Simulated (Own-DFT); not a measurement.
## Calculated data, InP (zincblende, atoms displaced)

A calculation, not a measurement: plane-wave PBE density functional theory by an unreviewed code, no spin, of a simulated periodic cell, stress positive in tension, free energy of the whole cell less one offset for each atom, forces on such cells moved up to 12 meV/angstrom on a denser k mesh; offsets are fitted by least squares, one for each functional and potential file, so energies compare only between cells with the same atoms and settings and are not formation energies; the far tail of each file's local potential was reset to the Coulomb form; each entry is a single point on an unrelaxed cell, so the pressure reflects the starting lattice, mostly measured values (interpolated for alloys), from which strain is counted, and rises with the displacements; printed positions are rounded, which can move forces by about a meV/angstrom; the program, named Own-DFT, is a retired in-house code; no spin-orbit coupling; before rounding, a Quantum ESPRESSO 7.3.1 run of the same cell and cutoff gave forces within 1 meV/angstrom rms on each cell, which checks the program and not the settings. Program: Own-DFT development build.

Entry: InP (zincblende, atoms displaced)

```
CELL_PARAMETERS angstrom
11.73740 0.00000 0.00000
0.00000 11.73740 0.00000
0.00000 0.00000 11.73740
ATOMIC_POSITIONS crystal
In 0.99916 0.00023 0.99785
In 0.00098 0.24965 0.24960
In 0.24845 0.99967 0.25109
In 0.24731 0.24862 0.99952
P 0.12579 0.12588 0.12371
P 0.12340 0.37707 0.37467
P 0.37844 0.12677 0.37364
P 0.37580 0.37759 0.12300
In 0.00159 0.00072 0.50235
In 0.99832 0.24926 0.75081
In 0.25241 0.00195 0.75066
In 0.24891 0.25195 0.49863
P 0.12450 0.12522 0.62169
P 0.12549 0.37229 0.87720
P 0.37645 0.12455 0.87649
P 0.37335 0.37299 0.62313
In 0.00133 0.49922 0.00076
In 0.00236 0.74895 0.25053
In 0.24966 0.50004 0.24960
In 0.25184 0.75024 0.99940
P 0.12562 0.62465 0.12805
P 0.12510 0.87691 0.37631
P 0.37224 0.62378 0.37522
P 0.37576 0.87588 0.12286
In 0.99888 0.49791 0.50085
In 0.00052 0.75242 0.75130
In 0.24737 0.49750 0.75174
In 0.25107 0.75266 0.49974
P 0.12694 0.62413 0.62350
P 0.12727 0.87565 0.87218
P 0.37569 0.62459 0.87407
P 0.37666 0.87289 0.62608
In 0.49753 0.99920 0.00060
In 0.50261 0.25031 0.25109
In 0.75230 0.99957 0.25081
In 0.75093 0.25132 0.00055
P 0.62457 0.12628 0.12338
P 0.62493 0.37388 0.37213
P 0.87485 0.12363 0.37501
P 0.87414 0.37532 0.12679
In 0.49820 0.00056 0.50036
In 0.49936 0.24972 0.74955
In 0.74692 0.00070 0.75033
In 0.75100 0.24597 0.49621
P 0.62716 0.12286 0.62612
P 0.62737 0.37444 0.87760
P 0.87349 0.12481 0.87514
P 0.87382 0.37547 0.62362
In 0.49754 0.50135 0.99841
In 0.49862 0.75093 0.25174
In 0.74942 0.50153 0.24899
In 0.75037 0.74829 0.99871
P 0.62339 0.62628 0.12139
P 0.62906 0.87450 0.37606
P 0.87474 0.62584 0.37421
P 0.87242 0.87553 0.12199
In 0.50008 0.49968 0.49808
In 0.49798 0.75092 0.75212
In 0.75236 0.50204 0.75158
In 0.75051 0.74799 0.50078
P 0.62371 0.62495 0.62093
P 0.62539 0.87095 0.87559
P 0.87648 0.62476 0.87605
P 0.87374 0.87732 0.62439
```

- functional: PBE
- potential files: PseudoDojo norm-conserving, scalar-relativistic, standard set
- wave cutoff: 36 hartree
- occupations: Fermi-Dirac
- smearing width: 0.1 eV
- k mesh: 3 x 3 x 3 centred on Gamma
- free energy of cell above offsets: -35.483 eV
- pressure: 3.19 GPa
- stress xx: -3.19 GPa
- stress yy: -3.2 GPa
- stress zz: -3.19 GPa
- stress yz: 0.13 GPa
- stress xz: -0.04 GPa
- stress xy: -0.21 GPa

Force:
| element | x (eV/Å) | y (eV/Å) | z (eV/Å) |
| --- | --- | --- | --- |
| In | 0.131 | -0.098 | 0.072 |
| In | -0.101 | 0.014 | 0.058 |
| In | 0.302 | 0.155 | -0.147 |
| In | 0.561 | 0.118 | 0.181 |
| P | -0.222 | -0.292 | 0.164 |
| P | 0.112 | -0.197 | -0.1 |
| P | -0.479 | -0.128 | 0.093 |
| P | -0.181 | -0.44 | 0.209 |
| In | -0.296 | -0.106 | -0.204 |
| In | 0.042 | 0.033 | -0.211 |
| In | -0.08 | 0.007 | -0.3 |
| In | 0.023 | -0.201 | -0.222 |
| P | 0.247 | 0.175 | 0.508 |
| P | -0.28 | 0.142 | -0.236 |
| P | -0.133 | 0.184 | -0.116 |
| P | 0.184 | 0.271 | 0.242 |
| In | -0.062 | 0.006 | 0.154 |
| In | -0.346 | 0.342 | -0.083 |
| In | 0.099 | -0.183 | -0.006 |
| In | -0.215 | -0.102 | 0.044 |
| P | 0.067 | 0.119 | -0.508 |
| P | -0.083 | -0.146 | -0.063 |
| P | 0.211 | 0.186 | -0.027 |
| P | -0.26 | -0.112 | 0.451 |
| In | 0.005 | 0.346 | -0.051 |
| In | -0.034 | -0.212 | -0.368 |
| In | 0.218 | 0.104 | -0.19 |
| In | -0.07 | -0.218 | 0.06 |
| P | -0.256 | 0.144 | 0.159 |
| P | -0.036 | 0.068 | 0.343 |
| P | -0.337 | -0.073 | -0.099 |
| P | -0.181 | 0.37 | -0.073 |
| In | 0.536 | 0.021 | -0.106 |
| In | -0.237 | 0.085 | -0.515 |
| In | -0.321 | 0.074 | -0.276 |
| In | 0.03 | -0.136 | 0.114 |
| P | 0.128 | -0.277 | 0.132 |
| P | 0.227 | 0.201 | 0.362 |
| P | 0.435 | -0.043 | -0.142 |
| P | 0.189 | 0.011 | -0.108 |
| In | 0.32 | -0.163 | -0.033 |
| In | 0.245 | 0.101 | 0.024 |
| In | 0.221 | -0.307 | 0.211 |
| In | -0.211 | 0.36 | 0.314 |
| P | -0.39 | 0.351 | -0.266 |
| P | -0.306 | 0.208 | -0.398 |
| P | -0.005 | 0.01 | -0.052 |
| P | -0.101 | -0.261 | 0.13 |
| In | 0.339 | -0.135 | -0.006 |
| In | 0.189 | -0.045 | -0.054 |
| In | -0.134 | 0.122 | -0.066 |
| In | 0.01 | -0.006 | 0.101 |
| P | -0.029 | -0.062 | 0.386 |
| P | -0.445 | 0.093 | -0.032 |
| P | 0.128 | -0.144 | 0.074 |
| P | 0.457 | -0.17 | 0.251 |
| In | -0.088 | -0.178 | 0.008 |
| In | 0.362 | -0.295 | -0.28 |
| In | -0.365 | -0.106 | -0.237 |
| In | 0.126 | 0.165 | -0.018 |
| P | 0 | -0.057 | 0.63 |
| P | -0.123 | 0.455 | 0.002 |
| P | 0.204 | 0.071 | -0.054 |
| P | 0.063 | -0.219 | 0.17 |
